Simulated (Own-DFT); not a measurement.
# Computed records: Si$_{23}$GeO$_{48}$ (quartz with substituted atoms, atoms displaced)

All values are calculated (Own-DFT development build). A calculation, not a measurement: plane-wave PBE and HSE06 DFT by an unreviewed code, no spin, of a simulated cell at Gamma alone, so results move with cell size and shape, stress positive in tension, energies less offsets, not probed for a lower state with spin; oxygen file: force components 24 meV/angstrom off all-electron in a glass; k mesh not checked against a denser one; forces and stress are PBE's, HSE06 gives the energy alone, and its difference from PBE has offsets of its own; offsets are fitted by least squares, one for each functional and potential file, so energies compare only between cells with the same atoms and settings and are not formation energies; the far tail of each file's local potential was reset to the Coulomb form; each entry is a single point on an unrelaxed cell, so the pressure reflects the starting lattice, mostly measured values (interpolated for alloys), from which strain is counted, and rises with the displacements; printed positions are rounded, which can move forces by about a meV/angstrom; the program, named Own-DFT, is a retired in-house code; no spin-orbit coupling.

Si$_{23}$GeO$_{48}$ (quartz with substituted atoms, atoms displaced)

```
Si23GeO48
1.0
      9.8268     0.0000     0.0000
     -4.9134     8.5103     0.0000
      0.0000     0.0000    10.8104
Si O Si O Si O Si O Si Ge O Si O Si O Si O
3 6 3 6 3 6 3 6 2 1 6 3 6 3 6 3 6
Direct
  0.22556 0.99323 0.00475
  0.00072 0.23560 0.33183
  0.25897 0.25614 0.16073
  0.20498 0.13437 0.05578
  0.43574 0.29820 0.23155
  0.36817 0.08622 0.38581
  0.08346 0.37021 0.44750
  0.14849 0.21762 0.26894
  0.29098 0.41979 0.10606
  0.23148 0.00250 0.50362
  0.00292 0.23248 0.83697
  0.26741 0.26493 0.66854
  0.19982 0.12861 0.55682
  0.42253 0.28860 0.72357
  0.36449 0.07137 0.89078
  0.07806 0.36391 0.93676
  0.13642 0.21072 0.77347
  0.28344 0.42577 0.60503
  0.24574 0.50590 0.99882
  0.99090 0.73181 0.33173
  0.27122 0.76597 0.16872
  0.20022 0.63269 0.06568
  0.42953 0.79524 0.22640
  0.35945 0.57468 0.39512
  0.08500 0.87411 0.43567
  0.13050 0.69739 0.28280
  0.28579 0.92010 0.10548
  0.22719 0.49265 0.49732
  0.99795 0.73497 0.83285
  0.25969 0.77387 0.66149
  0.21389 0.62918 0.55314
  0.43173 0.80679 0.72035
  0.36209 0.57342 0.89737
  0.07378 0.86610 0.94141
  0.13483 0.71113 0.76730
  0.29739 0.93249 0.60643
  0.73262 0.99213 0.01033
  0.49588 0.23943 0.33524
  0.76554 0.26481 0.16625
  0.70298 0.13031 0.06120
  0.93007 0.28008 0.22779
  0.85995 0.06191 0.38823
  0.57428 0.36638 0.43718
  0.63848 0.20704 0.27053
  0.78138 0.42244 0.10451
  0.73321 0.99769 0.50468
  0.49724 0.24066 0.84060
  0.76098 0.25691 0.66648
  0.70232 0.13441 0.55897
  0.92435 0.29544 0.73038
  0.87251 0.07353 0.89110
  0.57236 0.36188 0.94200
  0.62882 0.19451 0.77196
  0.78897 0.43316 0.60808
  0.73112 0.50105 0.00154
  0.49894 0.72618 0.33808
  0.77050 0.76707 0.16750
  0.71044 0.64268 0.05451
  0.93148 0.80105 0.21896
  0.87504 0.58092 0.39073
  0.57499 0.87154 0.43455
  0.63546 0.71086 0.27880
  0.78735 0.92252 0.10365
  0.74061 0.49741 0.50106
  0.49610 0.73162 0.83832
  0.76247 0.76438 0.66911
  0.70675 0.63361 0.56743
  0.93772 0.79464 0.72053
  0.86704 0.57066 0.89244
  0.57623 0.87364 0.94017
  0.63865 0.70961 0.78203
  0.79949 0.92745 0.60663
```

```
first functional                 : PBE
second functional                : HSE06
exact exchange share             : 0.25
screening                        : 0.11 1/bohr
exchange divergence              : Gygi-Baldereschi
potential files                  : PseudoDojo norm-conserving, scalar-relativistic, made for PBE, standard set
wave cutoff                      : 48 hartree
occupations                      : fixed
k mesh                           : 1 x 1 x 1 centred on Gamma
PBE energy of cell above offsets : -15.090 eV
HSE06 less PBE above offsets     : -0.290 eV
PBE pressure                     : 12.03 GPa
PBE stress xx                    : -9.28 GPa
PBE stress yy                    : -13.92 GPa
PBE stress zz                    : -12.89 GPa
PBE stress yz                    : 0.61 GPa
PBE stress xz                    : -2.61 GPa
PBE stress xy                    : -1.06 GPa
```

Force:
```
element  x (eV/Å)  y (eV/Å)  z (eV/Å)
     Si      2.68     2.084     -2.19
     Si     3.818    -1.994     4.418
     Si     4.324     3.632     1.224
      O    -0.175    -1.708    -1.491
      O    -4.632     1.215    -5.337
      O    -2.267    -5.319     3.733
      O    -6.727    -9.626    -6.204
      O    -4.259    -1.676     4.444
      O    -0.032     1.731    -0.961
     Si      3.41     0.584    -2.925
     Si    -1.494     0.583     -2.28
     Si    -3.161      0.32    -2.838
      O     -1.74     3.038      2.22
      O     2.688     0.858     1.409
      O     -1.21    -0.615     1.576
      O     0.639     2.828     2.449
      O     0.852    -0.689    -0.027
      O     2.771    -1.897     2.431
     Si    -5.906    -3.712     5.097
     Si     4.712     5.643    -1.636
     Si    -2.714    -1.004     2.149
      O     1.464    -2.009    -1.952
      O     2.026    -0.167     0.911
      O     1.411    -0.719    -1.316
      O    -2.256    -2.722    -1.588
      O     0.274     1.029    -1.675
      O     0.473     0.563     0.995
     Si     5.225      6.13      3.25
     Si     1.165    -0.363    -0.041
     Si      4.76    -4.077    -0.645
      O    -3.222     4.613     3.021
      O     0.911    -1.555     1.882
      O     3.465     2.003    -4.149
      O     -1.77    -1.774    -0.883
      O    -1.345    -0.845     1.853
      O    -0.818     2.541    -1.217
     Si    -2.874     5.193    -6.962
     Si     5.326     0.128    -1.503
     Ge     3.142     1.188    -0.512
      O     0.687    -4.002    -4.115
      O    -0.395     2.352    -2.586
      O     0.826      1.85     0.222
      O     1.056     2.987     2.534
      O     -6.31    -2.176     7.083
      O    -0.632     4.356    -0.878
     Si    -0.135     0.288    -1.929
     Si     1.938    -4.611     -4.79
     Si    -0.494     2.975     1.761
      O     0.614    -1.425     -1.74
      O     0.674    -0.182    -0.101
      O    -1.631    -2.888     2.639
      O    -0.536     2.881     2.407
      O    -2.426      0.92     1.289
      O     3.477    -3.438     3.622
     Si     0.918     0.868    -1.397
     Si    -2.315     2.494     -0.54
     Si    -3.293    -0.928     0.174
      O    -0.335    -0.452     0.096
      O     2.118     0.115     1.353
      O    -2.865    -5.182     3.042
      O    -0.199    -0.317     0.968
      O     3.137    -0.438    -1.898
      O      4.19    -2.219     4.985
     Si    -3.923     2.181    -2.642
     Si    -0.547     3.706    -3.068
     Si     1.905     0.813     1.137
      O     0.537    -2.026    -2.327
      O    -2.426      0.28    -0.751
      O    -0.647    -0.307     0.476
      O    -1.006    -1.934    -0.569
      O    -0.604    -0.364     0.369
      O    -0.296     0.391     0.443
```
